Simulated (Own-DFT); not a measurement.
# One host, several defects: D0_22 TiAl3

Everything here is calculated. The program is Own-DFT (plane waves, in-house, since retired, never reviewed by a person); positions were held fixed, and spin and spin-orbit coupling were off.

Common settings: PBE; PseudoDojo norm-conserving scalar-relativistic files; cutoff 42 hartree; 4 x 4 x 4 k mesh centred on Gamma; cold (Marzari-Vanderbilt) smearing of 0.2 eV.

Caveats: forces on such cells failed a check on a denser k mesh; stress not checked against mesh or cutoff.

All runs share one cell, with vectors in Å (-2.365, -6.981, 4.326); (-7.667, 3.491, 1.442); (-2.950, -3.488, -7.241) and a volume of 625.4 Å³. u is the rms random offset of the atoms per axis. The defect's site can differ from row to row.

```
cell,formula,u (Å),P (GPa)
no defect,Al30Ti10,0.0208,1.97
no defect,Al30Ti10,0.0459,2.51
no defect,Al30Ti10,0.0486,2.54
two Ti on an Al site each,Al28Ti12,0.0268,3.29
two Ti on an Al site each,Al28Ti12,0.0476,3.80
two Ti on an Al site each,Al28Ti12,0.0574,3.99
two Al vacancies,Al28Ti10,0.0268,1.17
two Al vacancies,Al28Ti10,0.0272,1.11
two Al vacancies,Al28Ti10,0.0499,1.76
one Ti vacancy,Al30Ti9,0.0278,1.79
one Ti vacancy,Al30Ti9,0.0328,?
one Ti vacancy,Al30Ti9,0.0477,2.36
one Ti vacancy,Al30Ti9,0.0481,2.24
two Al on a Ti site each,Al32Ti8,0.0285,2.88
two Al on a Ti site each,Al32Ti8,0.0318,2.94
two Al on a Ti site each,Al32Ti8,0.0484,3.39
```

## Analysis

P = P0 + c u² + a shift for each defect gives P0 = 1.83 GPa, c = 313 ± 17 GPa/Å² and a scatter of 0.05 GPa. The shifts, and each times the cell's volume:

- two Ti on an Al site each: 1.21 ± 0.05 GPa, 4.7 eV (2.4 eV for each of its 2 sites)
- two Al on a Ti site each: 0.80 ± 0.04 GPa, 3.1 eV (1.6 eV for each of its 2 sites)
- one Ti vacancy: -0.26 ± 0.04 GPa, -1.0 eV
- two Al vacancies: -0.89 ± 0.05 GPa, -3.5 eV (-1.7 eV for each of its 2 sites)

A positive shift means that the defect pushes the cell outwards. Shift times volume (160.2 GPa Å³ is 1 eV) depends little on the cell's size, so, taken for each site, it can be compared between cells at like pressure. The atoms around the defects weren't relaxed, which would change these numbers.

## Withheld run

The question: what pressure belongs in the blank (one Ti vacancy, u = 0.0328 Å)?

Estimate: 1.91 ± 0.06 GPa. The hidden result is 1.95 GPa.
